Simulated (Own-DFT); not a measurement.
# Point defects and the pressure they add: zincblende GaAs

Calculated, not measured: single-point runs of Own-DFT, a retired in-house plane-wave DFT program that no person has reviewed, on unrelaxed cells, without spin or spin-orbit coupling.

Method: PBE; PseudoDojo norm-conserving scalar-relativistic files; cutoff 42 hartree; 3 x 3 x 3 k mesh centred on Gamma; Fermi-Dirac smearing of 0.1 eV.

Caveats (not all hold for every row): not probed for a lower state with spin; forces not confirmed at this smearing and k mesh; stress not checked against mesh or cutoff.

All runs share one cell, with vectors in Å (11.737, 0.000, 0.000); (0.000, 11.737, 0.000); (0.000, 0.000, 10.919) and a volume of 1504.3 Å³, strained against the parent crystal. Atoms were moved at random from their sites; u is the rms move along one axis. The defect's site can differ from row to row.

| cell | formula | u (Å) | P (GPa) |
|---|---|---|---|
| no defect | As32Ga32 | 0.0313 | 0.76 |
| no defect | As32Ga32 | 0.0504 | 1.07 |
| no defect | As32Ga32 | 0.0527 | 1.10 |
| one As vacancy and one Ga vacancy | As31Ga31 | 0.0307 | 0.48 |
| one As vacancy and one Ga vacancy | As31Ga31 | 0.0309 | 0.40 |
| one As vacancy and one Ga vacancy | As31Ga31 | 0.0510 | 0.67 |
| one Al on a Ga site | AlAs32Ga31 | 0.0291 | 0.72 |
| one Al on a Ga site | AlAs32Ga31 | 0.0301 | ? |
| one Al on a Ga site | AlAs32Ga31 | 0.0495 | 1.05 |
| one Al on a Ga site | AlAs32Ga31 | 0.0521 | 1.02 |
| one In on a Ga site | As32Ga31In | 0.0305 | 1.28 |
| one In on a Ga site | As32Ga31In | 0.0470 | 1.57 |
| one In on a Ga site | As32Ga31In | 0.0519 | 1.68 |
| one P on an As site | As31Ga32P | 0.0299 | 0.53 |
| one P on an As site | As31Ga32P | 0.0306 | 0.54 |
| one P on an As site | As31Ga32P | 0.0512 | 0.81 |

## Fit

P = P0 + c u² + a shift for each defect gives P0 = 0.60 GPa, c = 178 ± 13 GPa/Å² and a scatter of 0.04 GPa. The shifts, and each times the cell's volume:

- one In on a Ga site: 0.56 ± 0.03 GPa, 5.3 eV
- one Al on a Ga site: -0.03 ± 0.03 GPa, -0.3 eV (not resolved)
- one P on an As site: -0.24 ± 0.03 GPa, -2.2 eV
- one As vacancy and one Ga vacancy: -0.35 ± 0.03 GPa, -3.3 eV

Against the defect-free cell, a freed cell would be larger where the shift is positive and smaller where it is negative (160.2 GPa Å³ is 1 eV). The atoms around the defects weren't relaxed, which would change these numbers.

## Prediction

The question: what pressure belongs in the blank (one Al on a Ga site, u = 0.0301 Å)?

The fit gives 0.74 ± 0.05 GPa. The run itself gave 0.75 GPa.
